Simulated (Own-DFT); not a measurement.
# One host, several defects: C40 NbSi2

The numbers are computed, not measured, by runs of the plane-wave DFT program Own-DFT (in-house, retired, unreviewed) at fixed positions, with no spin and no spin-orbit coupling.

Common settings: PBE; PseudoDojo norm-conserving scalar-relativistic files; cutoff 42 hartree; 4 x 4 x 5 k mesh centred on Gamma; cold (Marzari-Vanderbilt) smearing of 0.2 eV.

Keep in mind: forces on such cells failed a check on a denser k mesh; stress not checked against mesh or cutoff.

All runs share one cell, with vectors in Å (0.000, 8.324, 0.000); (-9.613, 0.000, 0.000); (0.000, 0.000, 6.586) and a volume of 527.0 Å³. u is the rms random offset of the atoms per axis. The defect's site can differ from row to row.

| cell | formula | u (Å) | P (GPa) |
|---|---|---|---|
| no defect | Nb12Si24 | 0.0195 | 1.48 |
| no defect | Nb12Si24 | 0.0207 | 1.54 |
| no defect | Nb12Si24 | 0.0511 | 2.92 |
| two Si on a Nb site each | Nb10Si26 | 0.0309 | 1.80 |
| two Si on a Nb site each | Nb10Si26 | 0.0474 | 2.33 |
| two Si on a Nb site each | Nb10Si26 | 0.0495 | 2.47 |
| two Nb vacancies | Nb10Si24 | 0.0305 | -0.16 |
| two Nb vacancies | Nb10Si24 | 0.0459 | 0.55 |
| two Nb vacancies | Nb10Si24 | 0.0497 | 0.63 |
| two Nb on a Si site each | Nb14Si22 | 0.0279 | 7.68 |
| two Nb on a Si site each | Nb14Si22 | 0.0301 | 7.63 |
| two Nb on a Si site each | Nb14Si22 | 0.0532 | 8.24 |
| one Si vacancy | Nb12Si23 | 0.0294 | ? |
| one Si vacancy | Nb12Si23 | 0.0337 | 1.32 |
| one Si vacancy | Nb12Si23 | 0.0487 | 1.59 |
| one Si vacancy | Nb12Si23 | 0.0498 | 2.02 |

## Fit

P = P0 + c u² + a shift for each defect gives P0 = 1.44 GPa, c = 473 ± 57 GPa/Å² and a scatter of 0.18 GPa. The shifts, and each times the cell's volume:

- two Nb on a Si site each: 5.70 ± 0.14 GPa, 18.7 eV (9.4 eV for each of its 2 sites)
- two Si on a Nb site each: -0.14 ± 0.15 GPa, -0.4 eV (-0.2 eV for each of its 2 sites) (not resolved)
- one Si vacancy: -0.74 ± 0.15 GPa, -2.4 eV
- two Nb vacancies: -1.97 ± 0.15 GPa, -6.5 eV (-3.2 eV for each of its 2 sites)

Against the defect-free cell, a freed cell would be larger where the shift is positive and smaller where it is negative (160.2 GPa Å³ is 1 eV). The atoms around the defects weren't relaxed, which would change these numbers.

## Check

The question: what pressure belongs in the blank (one Si vacancy, u = 0.0294 Å)?

Estimate: 1.11 ± 0.21 GPa. The calculation gave 1.11 GPa.
